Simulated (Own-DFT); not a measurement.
SiGe$_{3}$ (diamond-structure random alloy, atoms displaced) (calculated)

Computed with Own-DFT development build. A calculation, not a measurement: plane-wave PBE density functional theory by an unreviewed code, no spin, of a simulated periodic cell, stress positive in tension, free energy of the whole cell less one offset for each atom, forces on such cells passed a denser k mesh, this cell's mesh not checked; offsets are fitted by least squares, one for each functional and potential file, so energies compare only between cells with the same atoms and settings and are not formation energies; the far tail of each file's local potential was reset to the Coulomb form; each entry is a single point on an unrelaxed cell, so the pressure reflects the starting lattice, mostly measured values, from which strain is counted, and rises with the displacements; printed positions are rounded, which can move forces by about a meV/angstrom; the program is a retired in-house code; no spin-orbit coupling.

Settings shared by all entries: functional PBE; potential files PseudoDojo norm-conserving, scalar-relativistic, standard set; wave cutoff 42 hartree; occupations Fermi-Dirac; smearing width 0.1 eV; k mesh 3 x 3 x 3 centred on Gamma.

(1) 
```xyz
64
Lattice="11.2025 0.0000 0.0000 0.0000 11.2025 0.0000 0.0000 0.0000 11.2025" Properties=species:S:1:pos:R:3:force_x:R:1:force_y:R:1:force_z:R:1 formula=SiGe3 free_energy_of_cell_above_offsets=-8.240 pressure=3.27 stress_xx=-3.29 stress_yy=-3.27 stress_zz=-3.25 stress_yz=-0.02 stress_xz=0.05 stress_xy=-0.42
Ge    11.1712     0.0025     0.0249      1.186     -0.227     -0.361
Ge     0.0300     2.7959     2.8275     -0.073      -0.51     -0.886
Ge     2.8174     0.0150     2.8200       0.12     -0.222      -1.02
Ge     2.8039     2.8030     0.0005     -0.213      0.059     -0.051
Si     1.4471     1.3473     1.3622     -0.482      0.519      0.425
Ge     1.4058     4.2268     4.1782      -0.29     -0.253      0.418
Ge     4.2131     1.4252     4.1517      0.199     -0.094      0.585
Ge     4.2289     4.1976     1.4557     -0.188      0.086     -0.726
Ge    11.1645     0.0009     5.5926      0.112      0.076     -0.156
Ge    11.1975     2.8044     8.4215      0.233      0.055     -0.082
Ge     2.8286    11.1844     8.4157     -0.021      0.378      0.404
Ge     2.8052     2.8223     5.5608     -0.325     -0.498      0.278
Ge     1.3936     1.3412     7.0100       0.12      0.642     -0.142
Si     1.4365     4.2032     9.7513     -0.327     -0.106      0.556
Si     4.1608     1.3990     9.8418      0.911     -0.014     -0.426
Ge     4.1859     4.1873     6.9811      0.182          0      0.631
Ge     0.0277     5.5918    11.1915     -0.112      0.098     -0.456
Ge    11.1832     8.3691     2.7856      0.424      0.035      0.065
Ge     2.7862     5.5614     2.8020      0.194      1.345     -0.193
Ge     2.7646     8.4073     0.0221     -0.166      0.286     -0.042
Si     1.3711     6.9941     1.3841       0.29     -0.166       0.31
Ge     1.4133     9.8408     4.1962     -0.169     -0.784      0.255
Si     4.2035     6.9977     4.2016      0.335     -0.129      -0.21
Si     4.1898     9.8056     1.3672     -0.093     -0.018      0.375
Ge    11.1991     5.6100     5.5864      0.106     -0.287      0.158
Ge     0.0152     8.4427     8.3669      0.161     -0.242      0.687
Ge     2.7718     5.6297     8.4028      0.266     -0.723      0.049
Ge     2.8383     8.3615     5.6250      -0.05      0.309     -0.481
Ge     1.4065     6.9721     6.9935     -0.336      0.487     -0.116
Si     1.4416     9.8376     9.7758     -0.674     -0.282      0.452
Ge     4.1690     7.0003     9.8062      0.101      0.428     -0.109
Ge     4.2174     9.7828     7.0589      0.147     -0.172     -0.419
Ge     5.6328    11.1597     0.0261      -1.12      0.613      -0.21
Ge     5.6324     2.8632     2.8473      0.021     -0.983     -0.876
Si     8.4284     0.0199     2.7882     -0.539     -0.293     -0.174
Si     8.3588     2.7627    11.1986      0.563      0.621     -0.345
Ge     7.0171     1.4251     1.3315      0.019     -0.263      1.249
Ge     6.9330     4.2230     4.2199      1.253      0.647      0.372
Ge     9.7502     1.4027     4.1975      0.412     -0.161     -0.325
Ge     9.7546     4.2033     1.3956     -0.118     -0.129      0.181
Ge     5.5976    11.1874     5.6026      0.416     -0.302     -0.487
Si     5.5694     2.7765     8.3853     -0.616     -0.254      0.436
Si     8.3717     0.0140     8.3885      0.238      0.029      0.152
Ge     8.4065     2.7968     5.5925     -0.548      0.249      0.038
Ge     6.9750     1.4307     7.0168      0.145     -0.296      0.148
Ge     6.9750     4.1302     9.7656      -0.32     -0.209      0.538
Ge     9.8010     1.3848     9.8433       -0.7       0.19     -0.472
Ge     9.7825     4.2117     6.9784      0.415      -0.27      0.097
Ge     5.5795     5.6240    11.1792      0.349     -0.582      0.128
Ge     5.6076     8.3990     2.7100     -0.288      0.191      0.839
Si     8.4221     5.6204     2.8771     -0.755     -0.779     -0.922
Si     8.4137     8.4116    11.1807      0.304     -0.406     -0.207
Ge     7.0396     6.9700     1.3862      0.572      0.107     -0.077
Si     7.0533     9.7905     4.1397     -0.329      0.252      0.013
Ge     9.7809     6.9393     4.1931      0.348      0.572      0.024
Ge     9.8130     9.8035     1.3893     -0.738      -0.26      0.215
Ge     5.6234     5.6293     5.6831     -0.692       0.27     -0.795
Si     5.5436     8.3900     8.4232      0.852      0.084      0.228
Ge     8.4121     5.5151     8.4505      0.056      1.271     -0.201
Ge     8.3987     8.3540     5.5694       0.01      0.896      -0.23
Ge     7.0144     7.0484     7.0007     -0.127      -0.22       1.17
Ge     7.0030     9.8308     9.8237      0.263      -0.85     -0.784
Si     9.8299     7.0129     9.7698     -0.251      0.125      0.398
Ge     9.7960     9.8127     6.9922     -0.664      0.062       0.11
```

Units: free_energy_of_cell_above_offsets in eV; pressure, stress_xx, stress_yy, stress_zz, stress_yz, stress_xz, stress_xy in GPa; force_x, force_y, force_z in eV/Å.

(2) 
```xyz
64
Lattice="11.2025 0.0000 0.0000 0.0000 11.2025 0.0000 0.0000 0.0000 11.2025" Properties=species:S:1:pos:R:3:force_x:R:1:force_y:R:1:force_z:R:1 formula=SiGe3 free_energy_of_cell_above_offsets=-8.269 pressure=3.27 stress_xx=-3.27 stress_yy=-3.26 stress_zz=-3.28 stress_yz=0.45 stress_xz=-0.03 stress_xy=0.38
Ge    11.1771    11.1313     0.0076     -0.296      0.638      0.159
Ge    11.1761     2.8123     2.7724      0.602     -0.648      0.942
Si     2.7603     0.0036     2.7672      0.523     -0.241      0.105
Ge     2.7557     2.8427     0.0333      0.973     -0.227     -0.498
Ge     1.3927     1.3880     1.3547      -0.17     -0.235      0.541
Ge     1.4483     4.1895     4.2628     -0.413      0.153     -1.143
Ge     4.2096     1.3648     4.1934     -0.243      0.158     -0.423
Ge     4.2644     4.2426     1.4268     -0.075     -0.888      0.026
Si     0.0197    11.1795     5.5755      0.234      0.185      0.707
Ge    11.1396     2.8186     8.4045      1.126     -0.494     -0.688
Ge     2.7835    11.1757     8.3844      0.096          1      0.328
Ge     2.7922     2.7973     5.6185      0.308     -0.692      0.228
Si     1.4128     1.3770     6.9589     -0.699      0.011      0.246
Ge     1.4001     4.2060     9.7602     -0.253      0.101      0.281
Si     4.2035     1.4239     9.8107      -0.41     -0.075     -0.072
Ge     4.2035     4.1999     6.9880      -0.09     -0.122      0.223
Ge    11.1937     5.5908     0.0262      0.429      0.276      0.085
Ge     0.0212     8.3822     2.7566     -0.236     -0.085      0.074
Ge     2.8495     5.6058     2.7815     -0.601      0.607      0.426
Ge     2.7856     8.4015     0.0389      0.171     -0.125     -0.561
Si     1.4303     7.0293     1.3849     -0.234     -0.713      0.168
Ge     1.3866     9.7892     4.2021      0.325      0.268     -0.187
Si     4.1545     7.0637     4.1928          0      -0.32      0.277
Ge     4.2518     9.7652     1.3956     -0.865      0.565      0.383
Ge    11.1924     5.5993     5.5537      0.014      0.582      0.393
Ge    11.1696     8.3953     8.3558      0.323     -0.157       0.68
Ge     2.8013     5.6048     8.3817     -0.222      0.334     -0.273
Si     2.7701     8.4002     5.5751     -0.133     -0.477      0.484
Si     1.3490     6.9981     7.0187      0.613      0.119     -0.681
Ge     1.3763     9.8274     9.8171      0.194     -0.855     -0.405
Ge     4.2267     6.9599     9.8083     -0.403      1.037     -0.409
Ge     4.1693     9.8157     6.9680     -0.122     -0.063      -0.71
Ge     5.5876    11.1639    11.1612     -0.163      0.853      0.153
Si     5.6209     2.7915     2.8219      0.043     -0.218     -0.193
Ge     8.4070     0.0213     2.8349     -0.554     -0.337     -1.152
Ge     8.4107     2.8273     0.0212     -0.771     -0.558      0.006
Si     6.9153     1.3766     1.3986      0.636      0.373      0.122
Ge     7.0230     4.1724     4.2394     -0.654      0.068     -0.407
Ge     9.7990     1.3041     4.2315      0.662      1.003      0.012
Ge     9.8005     4.1800     1.4386     -0.313      0.627     -0.154
Si     5.5691     0.0057     5.5927      0.383      0.008      0.181
Ge     5.6091     2.7796     8.3829      0.264      0.223      0.659
Ge     8.3966     0.0050     8.4253       0.11      0.473     -0.137
Ge     8.4226     2.7963     5.5958       0.21     -0.331     -0.051
Ge     7.0373     1.3987     6.9642     -0.683     -0.416      0.012
Si     7.0445     4.2072     9.8043      -0.12      0.354     -0.488
Ge     9.8232     1.4198     9.7954     -0.411     -0.358       0.57
Ge     9.7884     4.1974     6.9840     -0.186      0.648      0.153
Ge     5.5913     5.6210    11.1964      1.035     -0.599      -0.27
Ge     5.5855     8.3527     2.7902      0.347      0.285      0.688
Ge     8.3821     5.6002     2.8422      0.762      0.176      0.313
Ge     8.3937     8.4061    11.1955      0.028      0.507      0.585
Ge     7.0205     6.9676     1.4282     -0.148      0.245     -0.356
Ge     7.0021     9.8319     4.2326     -0.576     -0.274     -0.171
Si     9.8286     7.0522     4.1949     -0.348     -0.301      -0.11
Si     9.8220     9.8057     1.4312       -0.6     -0.208     -0.077
Ge     5.5497     5.6114     5.5877      0.324      0.633     -0.098
Ge     5.5997     8.4803     8.3393      0.032     -1.101      0.291
Si     8.4288     5.6377     8.3765     -0.806      -0.43      0.285
Ge     8.3947     8.4047     5.6046      0.105     -0.406      0.432
Si     6.9752     6.9771     7.0390      0.334      0.069     -0.335
Ge     6.9918     9.8236     9.7661      0.208     -0.356      0.276
Ge     9.7631     6.9897     9.8369      0.333     -0.102     -0.593
Ge     9.8096     9.8586     7.0396       0.05     -0.162      -0.85
```

Units: free_energy_of_cell_above_offsets in eV; pressure, stress_xx, stress_yy, stress_zz, stress_yz, stress_xz, stress_xy in GPa; force_x, force_y, force_z in eV/Å.

(3) 
```xyz
64
Lattice="11.2025 0.0000 0.0000 0.0000 11.2025 0.0000 0.0000 0.0000 11.2025" Properties=species:S:1:pos:R:3:force_x:R:1:force_y:R:1:force_z:R:1 formula=SiGe3 free_energy_of_cell_above_offsets=-8.235 pressure=3.31 stress_xx=-3.32 stress_yy=-3.29 stress_zz=-3.32 stress_yz=-0.17 stress_xz=-0.24 stress_xy=-0.18
Ge    11.1685     0.0093    11.1832      0.246     -0.015      0.128
Ge     0.0438     2.8413     2.8390     -0.769     -0.782      -1.11
Ge     2.8155    11.1639     2.8549     -0.068      0.026     -0.941
Si     2.7705     2.8256     0.0070      0.812      0.158     -0.083
Ge     1.4312     1.4056     1.3614     -0.086     -0.054      0.421
Ge     1.3959     4.1457     4.1953      0.516      1.806     -0.207
Ge     4.1748     1.4085     4.1892       0.27       0.33      0.166
Si     4.2203     4.2022     1.4003     -0.722     -0.053     -0.115
Ge    11.1815     0.0076     5.6341      0.676     -0.428      -0.55
Ge    11.1989     2.8002     8.4485     -0.621      0.631     -1.057
Ge     2.7807     0.0078     8.4148     -0.101      -0.21     -0.275
Ge     2.7685     2.8441     5.5759      0.203     -0.812      0.566
Ge     1.3439     1.4168     7.0091       0.59      0.083      0.026
Ge     1.4013     4.2031     9.7594      0.556     -0.056      0.557
Ge     4.2023     1.3890     9.7926     -0.608      0.558      0.425
Ge     4.1490     4.2027     7.0095       0.65      0.154     -0.146
Ge     0.0117     5.5597    11.1837     -0.228      0.561     -0.192
Si    11.1943     8.3703     2.8183      0.287      0.444      0.272
Si     2.8489     5.5976     2.7753     -0.068     -0.401      0.327
Ge     2.8005     8.4616     0.0376      0.436     -0.598        0.4
Ge     1.4013     6.9594     1.4188      0.067      0.322      0.249
Si     1.4169     9.8368     4.2013     -0.834     -0.815      0.075
Si     4.1670     6.9594     4.2026      0.466      0.471     -0.641
Si     4.2344     9.8122     1.4211      0.126     -0.145      0.162
Ge    11.1744     5.6024     5.5831     -0.252      0.027       0.21
Ge     0.0563     8.4652     8.3805     -0.879     -0.807      0.613
Ge     2.8214     5.6396     8.4132     -0.469     -0.207     -0.317
Ge     2.7954     8.3937     5.5704      -0.08     -0.013      -0.49
Ge     1.4038     7.0486     7.0240     -0.076     -0.555     -0.513
Ge     1.4004     9.7601     9.8324      0.047      0.923      -0.06
Ge     4.1868     7.0022     9.7875      0.063      0.286      0.823
Ge     4.1799     9.7998     6.9542      0.334      0.027      0.569
Ge     5.5923    11.1901    11.1544     -0.076     -0.091       0.75
Ge     5.6060     2.8276     2.7911      0.015      0.152      0.082
Ge     8.3651     0.0527     2.7678      0.554      -0.09      0.385
Ge     8.4182     2.7954    11.1615     -1.087      0.627      0.121
Ge     6.9987     1.4239     1.3669     -0.349      0.028     -0.231
Si     7.0592     4.1444     4.1953     -0.415      0.755     -0.011
Ge     9.8517     1.3929     4.2283     -0.584      0.326     -0.428
Ge     9.7708     4.1897     1.3396      0.529     -0.044      0.649
Ge     5.5999     0.0248     5.5760     -0.123      0.013      0.312
Ge     5.5894     2.7890     8.4098      0.252      0.346     -0.043
Si     8.4251     0.0121     8.4394      0.034      0.335     -0.486
Ge     8.4125     2.8160     5.6281      0.219      0.024     -0.211
Ge     7.0160     1.4004     6.9932      0.125     -0.351      0.484
Si     6.9825     4.1924     9.7935      0.102      0.317     -0.039
Ge     9.7853     1.4714     9.8228      0.099      -1.21      -0.56
Si     9.7325     4.2268     7.0121      0.744     -0.002      0.209
Ge     5.5792     5.5938     0.0130      0.184     -0.411     -0.274
Si     5.5923     8.4169     2.7967     -0.476     -0.172      0.429
Ge     8.4147     5.6019     2.7646      -0.24     -0.268       0.57
Si     8.4245     8.4433     0.0393     -0.008      -0.73     -0.469
Ge     6.9677     6.9968     1.4269      0.218      0.748     -0.344
Ge     7.0020     9.8572     4.1950     -0.014     -0.862     -0.234
Si     9.7892     6.9948     4.1434      0.506     -0.001       0.09
Ge     9.8006     9.8134     1.4246       0.13     -0.383      0.179
Ge     5.6183     5.6212     5.5938      0.181     -0.366     -0.286
Ge     5.6081     8.3876     8.4514      0.307      0.226      -1.02
Ge     8.3734     5.6480     8.3820      0.086     -0.075      0.505
Ge     8.4613     8.3649     5.5737     -0.529      0.164      0.157
Si     6.9978     7.0171     6.9806     -0.036      0.266      0.067
Ge     7.0424     9.8368     9.7903      0.365     -0.519      0.232
Si     9.8448     7.0187     9.8232     -0.465      0.458     -0.082
Ge     9.8277     9.8277     7.0197     -0.728     -0.066      0.206
```

Units: free_energy_of_cell_above_offsets in eV; pressure, stress_xx, stress_yy, stress_zz, stress_yz, stress_xz, stress_xy in GPa; force_x, force_y, force_z in eV/Å.

(4) 
```xyz
64
Lattice="11.2025 0.0000 0.0000 0.0000 11.2025 0.0000 0.0000 0.0000 11.2025" Properties=species:S:1:pos:R:3:force_x:R:1:force_y:R:1:force_z:R:1 formula=SiGe3 free_energy_of_cell_above_offsets=-7.809 pressure=3.37 stress_xx=-3.39 stress_yy=-3.33 stress_zz=-3.39 stress_yz=-0.01 stress_xz=-0.21 stress_xy=-0.44
Si    11.1621    11.1869    11.1562      0.663       0.18      0.145
Ge     0.0190     2.7316     2.8507     -0.351      0.997     -0.627
Si     2.7857     0.0386     2.8365      0.247     -0.494     -0.345
Ge     2.7738     2.8330     0.0044     -0.048      0.064      -0.52
Ge     1.4222     1.4254     1.4221     -0.288     -1.043     -0.439
Ge     1.4172     4.1919     4.2003     -0.157      0.835     -0.294
Ge     4.2300     1.3995     4.2121     -0.498     -0.387      0.068
Ge     4.2352     4.1798     1.4087     -0.542      0.574     -0.021
Ge     0.0035    11.1914     5.6469     -0.425       0.25     -0.716
Ge    11.1762     2.7737     8.4090     -0.088      0.208     -0.083
Ge     2.8345     0.0110     8.3623     -0.352      -0.89      0.398
Ge     2.7656     2.7959     5.5776      0.277     -0.352      0.331
Ge     1.3813     1.3746     7.0277      0.279      0.342     -0.198
Si     1.3222     4.1670     9.7769      0.945      0.327     -0.012
Ge     4.1858     1.3633     9.8179      0.114      0.401      0.122
Ge     4.1953     4.1761     6.9642     -0.032       0.43      0.126
Ge     0.0445     5.5678    11.1998     -0.863      0.285     -0.111
Si     0.0247     8.3809     2.7904     -0.508     -0.111      0.013
Si     2.7766     5.6047     2.7316      0.719     -0.203      0.935
Ge     2.7815     8.3826     0.0011      0.293      0.086     -0.888
Ge     1.4354     7.0015     1.4174     -0.522      -0.07      0.003
Ge     1.3670     9.7912     4.1784      0.333      0.173     -0.066
Ge     4.2191     7.0294     4.2136     -0.742     -1.077     -0.388
Ge     4.1823     9.7847     1.3922     -0.103      0.477       0.54
Si     0.0560     5.5866     5.6443     -0.711      0.262     -1.092
Ge     0.0430     8.4578     8.4289     -0.624     -0.793      -0.18
Ge     2.8245     5.6213     8.4245     -0.471      -0.81      0.061
Ge     2.8197     8.4019     5.6024     -0.689     -0.226     -0.457
Ge     1.4037     6.9866     6.9897     -0.011      0.249      0.275
Si     1.3731     9.7862     9.7809      0.601      0.873      0.614
Si     4.2150     6.9379     9.7899     -0.002      1.056      0.106
Ge     4.2122     9.7351     6.9485      0.499      1.086      0.376
Ge     5.6309    11.1787    11.1902      0.125     -0.152      0.085
Ge     5.5999     2.7973     2.8239       0.16      0.025     -0.055
Si     8.4107    11.1408     2.8156     -0.139      0.634     -0.122
Ge     8.3410     2.8359    11.1432      1.768     -0.497      0.985
Ge     7.0132     1.4412     1.4127      0.328     -0.913       0.12
Ge     7.0204     4.1999     4.1916      -0.23      0.168     -0.194
Ge     9.7618     1.4503     4.1940     -0.179     -1.304      0.276
Si     9.8449     4.1844     1.4314      -0.37      -0.14     -0.308
Si     5.5876     0.0370     5.6027      0.322     -0.644     -0.038
Ge     5.5761     2.8236     8.4151     -0.106     -0.332      -0.06
Ge     8.4020    11.2008     8.4267     -0.131       0.34      0.599
Ge     8.3635     2.8334     5.5866      0.089     -0.406      0.163
Ge     6.9851     1.4199     7.0048     -0.135     -0.338     -0.001
Ge     7.0291     4.1803     9.7802     -0.531      1.169     -0.432
Si     9.8458     1.4160     9.8139     -0.728     -0.345      0.256
Ge     9.8014     4.1935     6.9358      0.022      0.653      0.829
Ge     5.5987     5.6398     0.0003     -0.215     -0.824     -0.569
Ge     5.5958     8.3839     2.8511     -0.253      0.097     -0.992
Ge     8.3874     5.6022     2.7974       0.76     -0.338     -0.391
Ge     8.4169     8.3453     0.0566     -0.376      0.193      -0.88
Ge     6.9459     6.9546     1.4044      0.453      0.616      0.417
Ge     6.9725     9.7598     4.1772      0.339      1.086      0.656
Si     9.8203     6.9691     4.1249      0.437       0.24      1.039
Ge     9.8058     9.7969     1.3892      0.404      0.135      0.361
Ge     5.6398     5.5955     5.5702     -0.375      0.078      0.332
Ge     5.6461     8.3946     8.3836     -0.611      -0.08      0.756
Si     8.4326     5.6038     8.4455      0.058       0.41     -0.679
Ge     8.3617     8.3621     5.6199      1.592      0.612     -0.973
Ge     7.0043     7.0596     6.9594      0.162     -1.665      1.044
Si     7.0052     9.7639     9.7994      0.367      0.066       0.31
Si     9.7964     7.0324     9.7796      0.314     -0.544      0.215
Ge     9.8048     9.8442     7.0483     -0.266     -0.698     -0.424
```

Units: free_energy_of_cell_above_offsets in eV; pressure, stress_xx, stress_yy, stress_zz, stress_yz, stress_xz, stress_xy in GPa; force_x, force_y, force_z in eV/Å.
